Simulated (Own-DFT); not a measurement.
## Calculated data, SiC (4H silicon carbide, atoms displaced)

All values are calculated (Own-DFT development build). A calculation, not a measurement: plane-wave PBE density functional theory by an unreviewed code, no spin, of a simulated periodic cell, stress positive in tension, free energy of the whole cell less one offset for each atom, forces on such cells passed a denser k mesh, this cell's mesh not checked; offsets are fitted by least squares, one for each functional and potential file, so energies compare only between cells with the same atoms and settings and are not formation energies; the far tail of each file's local potential was reset to the Coulomb form; each entry is a single point on an unrelaxed cell, so the pressure reflects the starting lattice, mostly measured values (interpolated for alloys), from which strain is counted, and rises with the displacements; printed positions are rounded, which can move forces by about a meV/angstrom; the program, named Own-DFT, is a retired in-house code; no spin-orbit coupling.

Common to all runs: functional PBE; potential files PseudoDojo norm-conserving, scalar-relativistic, standard set; wave cutoff 42 hartree; occupations Fermi-Dirac; smearing width 0.1 eV; hardware one NVIDIA H100; k mesh 4 x 4 x 3 centred on Gamma.

```json
{"entry": 1, "formula": "SiC", "kind": "4H silicon carbide, atoms displaced", "structure": {"cell_angstrom": [[9.2481, 0.0, 0.0], [-4.6241, 8.0091, 0.0], [0.0, 0.0, 10.0681]], "atoms_fractional": [["Si", 0.99399, 0.00075, 0.40547], ["Si", 0.1089, 0.21788, 0.15345], ["C", 0.99465, 0.00191, 0.09399], ["C", 0.10776, 0.21768, 0.34196], ["Si", 0.99465, 0.32958, 0.40641], ["Si", 0.11389, 0.5614, 0.16139], ["C", 0.00577, 0.33352, 0.09131], ["C", 0.11189, 0.55826, 0.34632], ["Si", 0.00368, 0.66557, 0.40813], ["Si", 0.11113, 0.88625, 0.15608], ["C", 0.00139, 0.66799, 0.09223], ["C", 0.11115, 0.88454, 0.34433], ["Si", 0.33829, 0.00185, 0.4016], ["Si", 0.44755, 0.22097, 0.15484], ["C", 0.33497, 0.99733, 0.09274], ["C", 0.43786, 0.21747, 0.34069], ["Si", 0.33801, 0.33923, 0.40585], ["Si", 0.44364, 0.54627, 0.15731], ["C", 0.3321, 0.32744, 0.09454], ["C", 0.43908, 0.55172, 0.34725], ["Si", 0.33245, 0.66988, 0.4067], ["Si", 0.44255, 0.88737, 0.15696], ["C", 0.33589, 0.66831, 0.09342], ["C", 0.44586, 0.89546, 0.34286], ["Si", 0.66493, 0.00202, 0.40766], ["Si", 0.78322, 0.21719, 0.16128], ["C", 0.67484, 0.00798, 0.09896], ["C", 0.77077, 0.2177, 0.34973], ["Si", 0.66401, 0.33091, 0.41576], ["Si", 0.77531, 0.55536, 0.16215], ["C", 0.6695, 0.33955, 0.0942], ["C", 0.77027, 0.54876, 0.34432], ["Si", 0.66491, 0.66563, 0.41265], ["Si", 0.78263, 0.89221, 0.15447], ["C", 0.66864, 0.66223, 0.09336], ["C", 0.77514, 0.88839, 0.34452], ["Si", 0.0011, 0.00571, 0.90282], ["Si", 0.8892, 0.78115, 0.65687], ["C", 0.99527, 0.9976, 0.59623], ["C", 0.88691, 0.77306, 0.84069], ["Si", 0.99978, 0.67005, 0.90932], ["Si", 0.88947, 0.44534, 0.65946], ["C", 0.99806, 0.65965, 0.59645], ["C", 0.89167, 0.44802, 0.84243], ["Si", 0.00412, 0.33627, 0.90187], ["Si", 0.88715, 0.1081, 0.65451], ["C", 0.99953, 0.33311, 0.59599], ["C", 0.88636, 0.1122, 0.83972], ["Si", 0.67223, 0.0071, 0.90399], ["Si", 0.55441, 0.78084, 0.65623], ["C", 0.66658, 0.9995, 0.59308], ["C", 0.55239, 0.77628, 0.84173], ["Si", 0.66925, 0.66493, 0.90844], ["Si", 0.55412, 0.44459, 0.65782], ["C", 0.67005, 0.66699, 0.59624], ["C", 0.55539, 0.44457, 0.84974], ["Si", 0.672, 0.33713, 0.90978], ["Si", 0.5562, 0.11242, 0.65508], ["C", 0.66517, 0.33261, 0.59148], ["C", 0.55277, 0.11346, 0.84415], ["Si", 0.33916, 0.99624, 0.90672], ["Si", 0.21765, 0.77117, 0.65444], ["C", 0.32794, 0.00037, 0.59514], ["C", 0.21682, 0.7809, 0.84393], ["Si", 0.33948, 0.66502, 0.90553], ["Si", 0.22054, 0.44724, 0.65542], ["C", 0.3275, 0.66027, 0.59512], ["C", 0.21575, 0.43501, 0.84773], ["Si", 0.32837, 0.33131, 0.90716], ["Si", 0.21658, 0.11109, 0.65291], ["C", 0.33602, 0.33884, 0.59834], ["C", 0.22484, 0.117, 0.84163]]}, "results": {"free_energy_of_cell_above_offsets [eV]": "-10.589", "pressure [GPa]": 3.85, "stress_xx [GPa]": -2.72, "stress_yy [GPa]": -4.05, "stress_zz [GPa]": -4.76, "stress_yz [GPa]": 0.39, "stress_xz [GPa]": 0.42, "stress_xy [GPa]": -0.45, "force_element": ["Si", "Si", "C", "C", "Si", "Si", "C", "C", "Si", "Si", "C", "C", "Si", "Si", "C", "C", "Si", "Si", "C", "C", "Si", "Si", "C", "C", "Si", "Si", "C", "C", "Si", "Si", "C", "C", "Si", "Si", "C", "C", "Si", "Si", "C", "C", "Si", "Si", "C", "C", "Si", "Si", "C", "C", "Si", "Si", "C", "C", "Si", "Si", "C", "C", "Si", "Si", "C", "C", "Si", "Si", "C", "C", "Si", "Si", "C", "C", "Si", "Si", "C", "C"], "force_x [eV/angstrom]": [1.335, 0.228, 1.921, -0.093, 0.643, 0.333, -0.851, 0.23, -1.568, -0.437, -0.437, -0.597, -1.871, -0.072, -0.364, 0.772, -0.721, -0.5, -0.177, 0.408, 0.355, 1.079, 0.478, 0.785, 0.512, -1.123, -0.715, 0.597, -0.579, 0.893, 1.02, 0.673, 0.13, -1.166, -0.904, -0.245, 0.437, 0.775, 0.231, -0.324, 0.29, -0.242, -0.729, 0.007, -1.522, -0.305, -0.174, 0.55, -0.922, 0.389, -0.507, 1.153, -0.599, 0.434, -0.994, -0.067, -0.591, -0.83, 0.083, 1.521, -2.001, -0.301, 1.005, 1.747, -2.131, 0.529, 0.497, 0.846, 1.281, 0.83, -0.497, 0.159], "force_y [eV/angstrom]": [-0.677, 0.838, -0.563, 0.987, 0.321, -0.939, 0.492, -0.88, -0.112, 0.597, -0.377, 0.606, -0.224, -0.025, 0.291, 1.234, -1.991, 1.221, -0.02, 1.533, -0.238, 0.486, -0.56, -1.383, -0.891, 2.265, -2.012, 1.05, -0.038, -0.047, -1.232, 0.822, -0.013, -1.293, 1.022, -0.315, -0.924, -1.2, 0.431, 1.316, -0.409, -0.682, 1.146, -0.255, -0.675, 0.698, -0.305, 0.271, -0.921, -0.928, 0.056, 0.799, 0.159, 0.101, 0.127, -0.176, -0.235, -0.398, 0.224, 0.353, 0.714, 1.317, -0.408, -1.01, -0.202, -1.361, 1.69, 2.276, 0.051, 0.515, -0.72, -1.369], "force_z [eV/angstrom]": [0.094, 0.618, -0.916, 0.547, 0.146, -1.455, 0.611, -0.069, 0.057, -0.056, 1.017, 0.128, 1.342, -0.137, 0.124, 0.813, 0.577, -0.093, -0.137, -0.507, -0.042, -0.428, 0.407, 0.364, -0.279, -0.427, -1.443, -0.453, -2.978, -0.956, 0.586, 1.32, -1.249, 0.667, 0.517, 0.079, 0.196, -0.065, -1.037, 1.025, -0.808, -0.589, -0.768, 0.855, 1.07, 0.118, -0.521, 0.353, 0.77, -0.095, 0.096, 0.679, -0.586, 0.843, 0.105, -0.852, -0.405, 0.362, 2.174, -0.098, -0.357, 0.751, -0.88, -0.113, 0.239, 0.811, -0.492, -1.228, 0.095, 0.751, -1.224, 0.435], "wall_time [s]": 380.5}}
{"entry": 2, "formula": "SiC", "kind": "4H silicon carbide, atoms displaced", "structure": {"cell_angstrom": [[9.2481, 0.0, 0.0], [-4.6241, 8.0091, 0.0], [0.0, 0.0, 10.0681]], "atoms_fractional": [["Si", 0.00219, 0.00169, 0.40825], ["Si", 0.11155, 0.2239, 0.15342], ["C", 0.00558, 0.01426, 0.09436], ["C", 0.11227, 0.21991, 0.34551], ["Si", 0.99454, 0.3335, 0.40005], ["Si", 0.10488, 0.55142, 0.1559], ["C", 0.99214, 0.33318, 0.094], ["C", 0.10916, 0.55707, 0.33767], ["Si", 0.99754, 0.66467, 0.40226], ["Si", 0.11273, 0.88941, 0.16053], ["C", 0.99959, 0.66386, 0.09752], ["C", 0.11378, 0.88494, 0.34244], ["Si", 0.33117, 0.00248, 0.40842], ["Si", 0.44438, 0.22365, 0.1604], ["C", 0.33302, 0.00431, 0.09466], ["C", 0.44568, 0.21825, 0.34293], ["Si", 0.33177, 0.3285, 0.40251], ["Si", 0.44456, 0.55258, 0.16033], ["C", 0.32823, 0.32885, 0.08781], ["C", 0.44013, 0.55171, 0.34613], ["Si", 0.32813, 0.66045, 0.40763], ["Si", 0.44532, 0.89566, 0.15824], ["C", 0.33017, 0.66125, 0.10009], ["C", 0.44322, 0.88657, 0.34132], ["Si", 0.66669, 0.00046, 0.41376], ["Si", 0.78011, 0.22708, 0.15519], ["C", 0.67115, 0.99981, 0.09471], ["C", 0.77381, 0.21981, 0.33831], ["Si", 0.66631, 0.33813, 0.40328], ["Si", 0.78442, 0.56496, 0.1543], ["C", 0.6673, 0.33578, 0.09878], ["C", 0.77677, 0.54582, 0.34402], ["Si", 0.65806, 0.65826, 0.4061], ["Si", 0.78034, 0.89361, 0.15342], ["C", 0.66602, 0.66208, 0.09722], ["C", 0.77721, 0.89025, 0.34519], ["Si", 0.99732, 0.00265, 0.90567], ["Si", 0.88789, 0.77377, 0.65885], ["C", 0.00192, 0.00668, 0.59961], ["C", 0.89244, 0.7793, 0.84509], ["Si", 0.00254, 0.67272, 0.90649], ["Si", 0.8913, 0.44697, 0.65662], ["C", 0.99715, 0.6622, 0.59287], ["C", 0.88966, 0.43886, 0.84792], ["Si", 0.999, 0.33812, 0.90404], ["Si", 0.89037, 0.11125, 0.65817], ["C", 0.00343, 0.33388, 0.59136], ["C", 0.8911, 0.11428, 0.84431], ["Si", 0.65922, 0.9957, 0.9095], ["Si", 0.55149, 0.7729, 0.66154], ["C", 0.66171, 0.99466, 0.59386], ["C", 0.55646, 0.77373, 0.84682], ["Si", 0.66529, 0.66424, 0.91113], ["Si", 0.55913, 0.44935, 0.66018], ["C", 0.66349, 0.67046, 0.58975], ["C", 0.55799, 0.44729, 0.84385], ["Si", 0.67089, 0.33537, 0.90681], ["Si", 0.55393, 0.11301, 0.66198], ["C", 0.67151, 0.34065, 0.58953], ["C", 0.55405, 0.10941, 0.84839], ["Si", 0.32233, 0.98587, 0.90985], ["Si", 0.21598, 0.77433, 0.65995], ["C", 0.33995, 0.00569, 0.59907], ["C", 0.22113, 0.78251, 0.84531], ["Si", 0.32634, 0.66371, 0.90625], ["Si", 0.21872, 0.44668, 0.65814], ["C", 0.33479, 0.67616, 0.58974], ["C", 0.2236, 0.44404, 0.84538], ["Si", 0.33296, 0.33567, 0.90297], ["Si", 0.21783, 0.10819, 0.65864], ["C", 0.33046, 0.33236, 0.59569], ["C", 0.22227, 0.11858, 0.83845]]}, "results": {"free_energy_of_cell_above_offsets [eV]": "-9.952", "pressure [GPa]": 3.89, "stress_xx [GPa]": -3.25, "stress_yy [GPa]": -3.19, "stress_zz [GPa]": -5.22, "stress_yz [GPa]": -0.13, "stress_xz [GPa]": -0.58, "stress_xy [GPa]": -0.07, "force_element": ["Si", "Si", "C", "C", "Si", "Si", "C", "C", "Si", "Si", "C", "C", "Si", "Si", "C", "C", "Si", "Si", "C", "C", "Si", "Si", "C", "C", "Si", "Si", "C", "C", "Si", "Si", "C", "C", "Si", "Si", "C", "C", "Si", "Si", "C", "C", "Si", "Si", "C", "C", "Si", "Si", "C", "C", "Si", "Si", "C", "C", "Si", "Si", "C", "C", "Si", "Si", "C", "C", "Si", "Si", "C", "C", "Si", "Si", "C", "C", "Si", "Si", "C", "C"], "force_x [eV/angstrom]": [-0.45, -0.569, 0.425, -0.678, 0.79, 1.044, 1.653, 0.169, 0.307, -0.49, -0.082, -1.215, 1.576, -0.07, 0.16, -0.883, -0.079, -0.641, 0.718, 0.143, -0.24, 0.729, -0.286, -0.204, -0.397, -0.759, -1.534, 0.023, 0.966, -0.262, -0.213, -1.153, 1.011, 0.392, -0.413, 0.463, 0.866, -0.767, 0.464, -0.897, -0.164, 0.107, -0.006, -1.257, 1.533, -1.083, -1.185, -1.093, 1.28, -0.034, 0.252, -1.058, 0.421, -0.594, 0.884, 0.312, -0.989, 1.068, -0.249, -0.612, -0.084, 0.575, -1.647, 0.435, 1.231, 1.11, -0.122, -1.204, 0.78, 0.84, 0.453, 0.483], "force_y [eV/angstrom]": [-0.783, 1.151, -3.191, 0.458, -0.194, 0.347, 0.365, -0.656, -0.188, 0.506, 1.606, 0.628, -1.041, 0.191, -0.778, 0.699, 0.303, -0.213, 0.997, -0.412, 1.303, -1.231, 0.985, 0.306, -0.389, -1.265, 0.396, 0.15, -2.169, -2.166, 0.354, 2.776, 1.474, -0.451, 1.343, -0.662, 0.7, 0.933, -2.017, -0.222, -1.492, -1.248, 1.048, 2.252, -1.542, 0.245, 0.024, -0.379, 0.739, 0.954, 0.985, 0.081, 0.164, -0.603, -0.65, -0.261, -0.722, 0.415, -0.815, -0.11, 4.587, 1.361, -1.216, -2.486, 0.207, -0.005, -1.612, 0.603, -0.474, 1.216, 0.454, -1.662], "force_z [eV/angstrom]": [0.042, 0.897, -0.574, -0.882, 0.688, -0.242, -0.618, 1.546, 0.649, -1.111, -1.259, 1.262, 0.322, -1.521, 0.061, 0.522, 1.531, -0.811, 1.222, -0.192, -1.166, -0.235, -1.29, 1.467, -2.044, -0.003, -0.331, 1.569, 0.553, 0.964, -1.077, -0.666, -0.415, 1.246, -0.32, -0.035, -0.004, -0.96, -1.23, 0.445, 0.727, -0.211, 0.016, -1.236, 1.037, -0.244, -0.005, 0.267, -0.47, -1.117, 1.645, 0.251, -0.421, -1.461, 1.299, 0.611, 0.855, -0.796, 1.172, 0.1, -0.2, -1.37, -0.72, -0.331, 1.169, -0.98, 1.7, -0.356, 0.154, -0.723, -0.359, 2.001], "wall_time [s]": 350.2}}
{"entry": 3, "formula": "SiC", "kind": "4H silicon carbide, atoms displaced", "structure": {"cell_angstrom": [[9.2481, 0.0, 0.0], [-4.6241, 8.0091, 0.0], [0.0, 0.0, 10.0681]], "atoms_fractional": [["Si", 0.99966, 0.99685, 0.4049], ["Si", 0.11459, 0.22597, 0.15359], ["C", 0.0048, 0.00679, 0.08826], ["C", 0.11359, 0.22115, 0.34213], ["Si", 0.99835, 0.33378, 0.40923], ["Si", 0.11595, 0.5587, 0.15771], ["C", 0.99775, 0.3333, 0.09255], ["C", 0.10871, 0.55261, 0.34449], ["Si", 0.9971, 0.6633, 0.40188], ["Si", 0.10401, 0.8811, 0.15527], ["C", 0.99616, 0.66107, 0.09306], ["C", 0.11311, 0.89069, 0.34207], ["Si", 0.33203, 0.99964, 0.40347], ["Si", 0.44278, 0.22355, 0.155], ["C", 0.33543, 0.99749, 0.08921], ["C", 0.44774, 0.22837, 0.34222], ["Si", 0.33441, 0.32715, 0.40541], ["Si", 0.4426, 0.5487, 0.15493], ["C", 0.33325, 0.33035, 0.09302], ["C", 0.44727, 0.55553, 0.34034], ["Si", 0.3377, 0.67145, 0.40587], ["Si", 0.44734, 0.89055, 0.15418], ["C", 0.33104, 0.66431, 0.09214], ["C", 0.44574, 0.89117, 0.3474], ["Si", 0.66185, 0.00447, 0.40578], ["Si", 0.77795, 0.2183, 0.16178], ["C", 0.66603, 0.99715, 0.09068], ["C", 0.77237, 0.21788, 0.34225], ["Si", 0.66549, 0.33306, 0.40862], ["Si", 0.77886, 0.55679, 0.15818], ["C", 0.66727, 0.33444, 0.09092], ["C", 0.77741, 0.55516, 0.34548], ["Si", 0.66625, 0.66286, 0.40692], ["Si", 0.77982, 0.89519, 0.15501], ["C", 0.66412, 0.66848, 0.09591], ["C", 0.78398, 0.89507, 0.34651], ["Si", 0.99876, 0.0016, 0.90593], ["Si", 0.89078, 0.7781, 0.65597], ["C", 0.00586, 0.99961, 0.59136], ["C", 0.88992, 0.77674, 0.84789], ["Si", 0.99993, 0.6572, 0.9073], ["Si", 0.88988, 0.44648, 0.65387], ["C", 0.99473, 0.66414, 0.59081], ["C", 0.88868, 0.44225, 0.84638], ["Si", 0.00382, 0.33192, 0.90667], ["Si", 0.88218, 0.11185, 0.66091], ["C", 0.99843, 0.32763, 0.59101], ["C", 0.89394, 0.11754, 0.8451], ["Si", 0.66825, 0.00672, 0.90334], ["Si", 0.55612, 0.77935, 0.65525], ["C", 0.66677, 0.00722, 0.59331], ["C", 0.55945, 0.78257, 0.84051], ["Si", 0.67213, 0.66773, 0.90517], ["Si", 0.55539, 0.44303, 0.65894], ["C", 0.66877, 0.66642, 0.59155], ["C", 0.55439, 0.44618, 0.8485], ["Si", 0.66583, 0.33072, 0.90566], ["Si", 0.55485, 0.11678, 0.6561], ["C", 0.66282, 0.33308, 0.59183], ["C", 0.55934, 0.11172, 0.83927], ["Si", 0.3369, 0.00139, 0.90751], ["Si", 0.22563, 0.7776, 0.65272], ["C", 0.33875, 0.00656, 0.59617], ["C", 0.22268, 0.78296, 0.84282], ["Si", 0.3325, 0.66414, 0.90058], ["Si", 0.21729, 0.44377, 0.65507], ["C", 0.33413, 0.66335, 0.59593], ["C", 0.2226, 0.4425, 0.84779], ["Si", 0.34261, 0.341, 0.90306], ["Si", 0.22317, 0.11402, 0.65629], ["C", 0.34145, 0.34094, 0.59925], ["C", 0.21885, 0.11054, 0.83932]]}, "results": {"free_energy_of_cell_above_offsets [eV]": "-10.998", "pressure [GPa]": 3.6, "stress_xx [GPa]": -3.31, "stress_yy [GPa]": -2.91, "stress_zz [GPa]": -4.57, "stress_yz [GPa]": -0.17, "stress_xz [GPa]": -0.03, "stress_xy [GPa]": -0.74, "force_element": ["Si", "Si", "C", "C", "Si", "Si", "C", "C", "Si", "Si", "C", "C", "Si", "Si", "C", "C", "Si", "Si", "C", "C", "Si", "Si", "C", "C", "Si", "Si", "C", "C", "Si", "Si", "C", "C", "Si", "Si", "C", "C", "Si", "Si", "C", "C", "Si", "Si", "C", "C", "Si", "Si", "C", "C", "Si", "Si", "C", "C", "Si", "Si", "C", "C", "Si", "Si", "C", "C", "Si", "Si", "C", "C", "Si", "Si", "C", "C", "Si", "Si", "C", "C"], "force_x [eV/angstrom]": [0.045, -0.401, -0.202, -0.498, 0.713, -0.635, 0.521, 0.45, 0.251, 0.566, 0.413, -0.08, 0.136, 0.96, -0.732, 0.536, -1.142, -0.339, -0.125, -0.539, 0.093, -0.167, 0.703, -0.474, 1.93, -0.649, -0.306, 0.253, 0.061, -0.744, 0.108, 0.175, -0.368, 0.669, 0.867, -1.333, 0.8, -0.216, -1.345, 0.517, -0.611, -0.109, 1.25, 0.272, -0.791, 1.689, -0.713, -0.562, 0.818, 0.528, -0.146, 0.117, -1.058, 0.155, -0.357, 1.721, 0.011, 0.62, 0.756, -1.011, -0.85, -1.008, -0.644, 0.583, -0.085, 1.189, -0.43, -0.137, -1.494, 0.22, -1.28, 0.885], "force_y [eV/angstrom]": [1.003, -0.321, -0.995, 0.143, -0.878, -0.986, 0.123, 0.626, 0.651, 1.352, 0.417, -0.9, 0.816, -0.465, 0.276, -1.457, 1.634, 1.179, 0.446, -0.268, -1.381, -0.777, 0.371, -0.213, -0.773, 0.643, 0.916, 1.286, 0.175, -0.538, -0.472, -0.355, 1.119, -0.846, 0.056, -0.98, -0.195, 0.237, 0.202, -0.01, 1.809, -0.589, 0.446, -0.473, 0.629, -0.515, 0.89, -1.093, -0.957, 0.195, -0.885, -0.436, 0.468, 1.144, 0.112, 0.254, 0.413, -0.594, 0.496, 0.469, 0.165, 0.459, -1.029, -1.259, 1.119, -0.357, 0.58, 0.407, -2.186, 0.039, -1.213, 0.634], "force_z [eV/angstrom]": [0.284, 0.339, 1.167, 0.433, -1.399, -0.403, 0.633, 0.214, 0.689, -0.797, 0.41, -0.052, 0.745, -0.296, 1.405, 0.012, 0.66, -0.029, -0.705, 0.927, -0.002, 0.107, -0.085, -1.086, 0.607, -2.033, 0.264, 1.157, -0.935, -0.571, 0.9, -0.35, -0.538, 0.347, -0.488, -0.523, -0.59, 0.27, 0.535, -0.757, -0.292, 0.443, -0.044, -1.083, 0.488, -1.201, 0.908, -0.118, 0.248, -0.242, 0.017, 0.645, 0.718, -0.029, 0.773, -1.125, 0.253, -0.32, 0.689, 0.87, -1.248, 0.496, -1.173, -0.112, 0.793, 0.518, -0.795, -1.184, 0.748, -0.202, -1.273, 1.369], "wall_time [s]": 382.6}}
```
